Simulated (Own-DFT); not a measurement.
# Energy and forces against displacement in zincblende InP, 64 atoms (In32P32)

Calculated results; nothing here was measured. The program, named Own-DFT, is a retired in-house plane-wave density functional code that no person has reviewed. Each row is one single-point run on a periodic cell that was not relaxed, without spin or spin-orbit coupling.

Settings of every run: PBE; PseudoDojo norm-conserving scalar-relativistic files; cutoff 36 hartree; 3 x 3 x 3 k mesh centred on Gamma; Fermi-Dirac smearing of 0.1 eV.

Known limits, some of them of some rows only: some atoms lie very close together; forces on such cells moved up to 12 meV/angstrom on a denser k mesh; stress not checked against mesh or cutoff.

Cell vectors in Å: (11.737, 0.000, 0.000); (0.000, 11.737, 0.000); (0.000, 0.000, 11.737). In each run every atom was moved at random and independently from its ideal site; u is the rms move along one axis. E is the free energy for each atom above the fitted value at u = 0, and F the rms of the force components.

| run | u (Å) | E (meV/atom) | F (eV/Å) | largest force (eV/Å) | P (GPa) |
|---|---|---|---|---|---|
| 1 | 0.0193 | 5.6 | 0.238 | 0.73 | 3.21 |
| 2 | 0.0195 | 5.9 | 0.245 | 0.82 | 3.21 |
| 3 | 0.0463 | 29.6 | 0.550 | 1.83 | 3.50 |
| 4 | 0.0508 | ? | ? | ? | ? |
| 5 | 0.1046 | 162.8 | 1.379 | 4.58 | 4.92 |
| 6 | 0.1061 | 177.2 | 1.493 | 7.52 | 5.48 |
| 7 | 0.1502 | 383.5 | 2.447 | 9.75 | 7.98 |
| 8 | 0.1966 | 518.6 | 2.849 | 15.96 | 9.83 |

## Worked fit

For small independent moves the energy grows as E = (3/2) K u², with K the mean stiffness felt by one atom. The runs with u up to 0.11 Å give K = 10.0 ± 0.3 eV/Å², with residuals divided by u² + 0.0006 Å², since the noise grows with the moves. The scatter is 2.1 meV/atom at u = 0.05 Å. The forces follow F = G u with G = 12.8 eV/Å²; no force at u = 0 is resolved. G exceeds K because the moves of its neighbours add to the force on an atom, and stiffness differs between atoms. At u = 0.197 Å the parabola gives 579 meV/atom and the run 519. The pressure follows P = 3.12 + 187 u² GPa: at fixed volume, shortened bonds push harder than stretched ones pull.

## Withheld run

Question: what energy and rms force should run 4 give?

The fit gives 39 ± 3 meV/atom and about 0.65 eV/Å. The calculation gave 44.1 meV/atom and 0.700 eV/Å.
